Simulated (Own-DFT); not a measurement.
## Calculated data, GaP (zincblende, atoms displaced)

All values are calculated (Own-DFT development build). A calculation, not a measurement: plane-wave PBE density functional theory by an unreviewed code, no spin, of a simulated periodic cell, stress positive in tension, free energy of the whole cell less one offset for each atom, forces on such cells passed a denser k mesh, this cell's mesh not checked; offsets are fitted by least squares, one for each functional and potential file, so energies compare only between cells with the same atoms and settings and are not formation energies; the far tail of each file's local potential was reset to the Coulomb form; each entry is a single point on an unrelaxed cell, so the pressure reflects the starting lattice, mostly measured values (interpolated for alloys), from which strain is counted, and rises with the displacements; printed positions are rounded, which can move forces by about a meV/angstrom; the program, named Own-DFT, is a retired in-house code; no spin-orbit coupling.

```xyz
96
Lattice="16.3515 0.0000 0.0000 0.0000 10.9010 0.0000 0.0000 0.0000 10.9010" Properties=species:S:1:pos:R:3:force_x:R:1:force_y:R:1:force_z:R:1 formula=GaP functional=PBE potential_files=PseudoDojo_norm-conserving,scalar-relativistic,standard_set wave_cutoff=42 occupations=Fermi-Dirac smearing_width=0.1 k_mesh=2_x_3_x_3_centred_on_Gamma free_energy_of_cell_above_offsets=-53.661 pressure=2.7 stress_xx=-2.7 stress_yy=-2.7 stress_zz=-2.7 stress_yz=-0.09 stress_xz=-0.14 stress_xy=0.08
Ga     0.0129    10.8858    10.8941     -0.057      0.016      0.019
Ga     0.0176     2.7454     2.7224     -0.064      -0.52      0.007
Ga     2.7384     0.0149     2.7322     -0.201     -0.084      0.074
Ga     2.7559     2.7357    10.8833     -0.247     -0.301      0.133
P      1.3663     1.3627     1.3662      0.115      0.067     -0.196
P      1.3702     4.0795     4.0449     -0.039      0.383      0.645
P      4.0857     1.3627     4.1136       0.19      0.122     -0.453
P      4.0906     4.0669     1.3607     -0.011      0.584     -0.196
Ga    16.2994     0.0060     5.4304      0.855      -0.14      0.267
Ga    16.3502     2.7132     8.1713      0.161      0.195      0.035
Ga     2.7548    10.8949     8.1798     -0.179     -0.301     -0.093
Ga     2.7352     2.7360     5.4270     -0.193      -0.06      0.341
P      1.3807     1.3446     6.8327     -0.192      0.152     -0.379
P      1.3708     4.1052     9.5681     -0.065      -0.32     -0.471
P      4.1082     1.3447     9.5308     -0.213       0.28     -0.029
P      4.1123     4.0788     6.8418     -0.483      0.182     -0.656
Ga     0.0061     5.4455    10.8921     -0.076      0.248      0.044
Ga    16.3117     8.1567     2.7415       0.41      0.053     -0.056
Ga     2.7322     5.4651     2.7255      0.014     -0.098     -0.194
Ga     2.7339     8.1817     0.0175     -0.158     -0.192     -0.191
P      1.3602     6.8110     1.3539     -0.078      0.083       0.16
P      1.3572     9.5321     4.0888     -0.068     -0.053      0.004
P      4.0846     6.8207     4.0923      0.102     -0.184     -0.187
P      4.0650     9.5542     1.3370      0.177     -0.085      0.426
Ga    16.3492     5.4783     5.4633     -0.076     -0.333     -0.463
Ga     0.0064     8.1370     8.1713      -0.11      0.499     -0.106
Ga     2.7121     5.4081     8.1385      0.113      0.395      0.462
Ga     2.7227     8.1395     5.4389      -0.27      0.279     -0.013
P      1.3521     6.8018     6.8112      0.215     -0.052     -0.034
P      1.3722     9.5026     9.5312     -0.034      0.233     -0.041
P      4.0960     6.8239     9.5428     -0.413      -0.17     -0.243
P      4.0695     9.4911     6.7920      0.243      0.409      0.109
Ga     5.4170    10.8942    10.8928      0.505      0.225      0.327
Ga     5.4422     2.7389     2.6787      0.166     -0.357      0.523
Ga     8.1798     0.0073     2.7206      0.036      0.007      0.227
Ga     8.1779     2.7478     0.0164     -0.058     -0.245     -0.015
P      6.8378     1.3596     1.3823     -0.441          0     -0.386
P      6.8082     4.0648     4.0877      0.034      0.226     -0.076
P      9.5227     1.3651     4.1053      0.351      0.095     -0.208
P      9.5585     4.0478     1.3812      0.027       0.62     -0.435
Ga     5.4531     0.0136     5.4462     -0.068     -0.405      0.043
Ga     5.4101     2.7473     8.1660      0.742     -0.429      0.292
Ga     8.1757     0.0158     8.2316     -0.176     -0.016     -0.614
Ga     8.1845     2.7224     5.4759     -0.214     -0.049     -0.168
P      6.7951     1.3559     6.8017      0.126      0.114       0.43
P      6.8257     4.0825     9.5434     -0.289      0.154     -0.069
P      9.5029     1.3582     9.5524      0.707      0.243      0.235
P      9.5276     4.0807     6.8247      0.205      0.283     -0.145
Ga     5.4451     5.4891    10.8891      0.059     -0.485      0.036
Ga     5.4418     8.1850     2.7142      0.056      0.103     -0.033
Ga     8.1704     5.4407     2.6843     -0.021     -0.038      0.325
Ga     8.1813     8.1605    10.8732     -0.087      0.305      0.287
P      6.8051     6.8206     1.3423      0.057      0.051      0.157
P      6.8203     9.5448     4.0718     -0.133     -0.046      0.096
P      9.5356     6.8192     4.0688     -0.145     -0.117     -0.029
P      9.5138     9.5564     1.3652       0.39     -0.216     -0.215
Ga     5.4336     5.4392     5.4438      0.234     -0.002     -0.048
Ga     5.4429     8.1791     8.1902      0.211      0.199     -0.028
Ga     8.1777     5.4560     8.1718     -0.143      0.089      0.008
Ga     8.1614     8.1567     5.4452      0.211      0.339      0.033
P      6.7904     6.8264     6.7947      0.111     -0.213      0.275
P      6.8209     9.5791     9.5631     -0.231     -0.541     -0.181
P      9.5400     6.7929     9.5768       0.21       0.06     -0.502
P      9.5360     9.5661     6.8345     -0.184     -0.234     -0.082
Ga    10.9542    10.8861    10.9007     -0.682      0.192      0.088
Ga    10.9204     2.7378     2.7044     -0.029     -0.406      0.467
Ga    13.6382     0.0216     2.7368     -0.289     -0.432     -0.008
Ga    13.6218     2.7297     0.0019      0.238      0.007     -0.018
P     12.2806     1.3659     1.3486     -0.019       0.01      0.215
P     12.2743     4.0932     4.0807     -0.053     -0.199      0.254
P     15.0072     1.3308     4.0858     -0.238      0.876       -0.1
P     15.0321     4.0697     1.3586     -0.474      0.203     -0.085
Ga    10.9074     0.0235     5.4716      -0.27      -0.06     -0.077
Ga    10.8891     2.7443     8.1884     -0.056      -0.32       0.03
Ga    13.6161    10.8995     8.1835      0.104      0.139     -0.085
Ga    13.6543     2.7383     5.4856     -0.304     -0.315     -0.527
P     12.2612     1.3697     6.8138      0.076      0.172      0.222
P     12.2864     4.0876     9.5271     -0.125     -0.019      0.119
P     14.9853     1.3754     9.5346      0.033     -0.213      0.103
P     14.9722     4.0962     6.7990      0.551      0.018       0.25
Ga    10.9557     5.4558    10.8984     -0.481     -0.331      0.124
Ga    10.9023     8.1720     2.7091     -0.244      0.379       0.22
Ga    13.6469     5.4187     2.7374     -0.275      0.038     -0.475
Ga    13.6355     8.1536    10.8861     -0.113      0.165      0.314
P     12.2286     6.8159     1.3735      0.787     -0.121     -0.021
P     12.2322     9.5417     4.1260      0.311      0.023     -0.422
P     14.9451     6.7946     4.0636      0.316      0.194      0.495
P     14.9944     9.5257     1.3808     -0.188      0.097     -0.265
Ga    10.8902     5.4725     5.4411     -0.121     -0.318     -0.106
Ga    10.9034     8.1801     8.1734     -0.096     -0.053      0.115
Ga    13.6326     5.4312     8.1686     -0.153      0.205     -0.123
Ga    13.6206     8.1760     5.4695     -0.034      0.052      -0.14
P     12.2522     6.7928     6.7972      0.129      0.168      0.342
P     12.2767     9.5514     9.5532      0.063     -0.409     -0.263
P     14.9775     6.8135     9.5101      0.098     -0.268      0.218
P     14.9927     9.5644     6.8000      -0.08     -0.474      0.351
```

Units: wave_cutoff in hartree; smearing_width, free_energy_of_cell_above_offsets in eV; pressure, stress_xx, stress_yy, stress_zz, stress_yz, stress_xz, stress_xy in GPa; force_x, force_y, force_z in eV/Å.
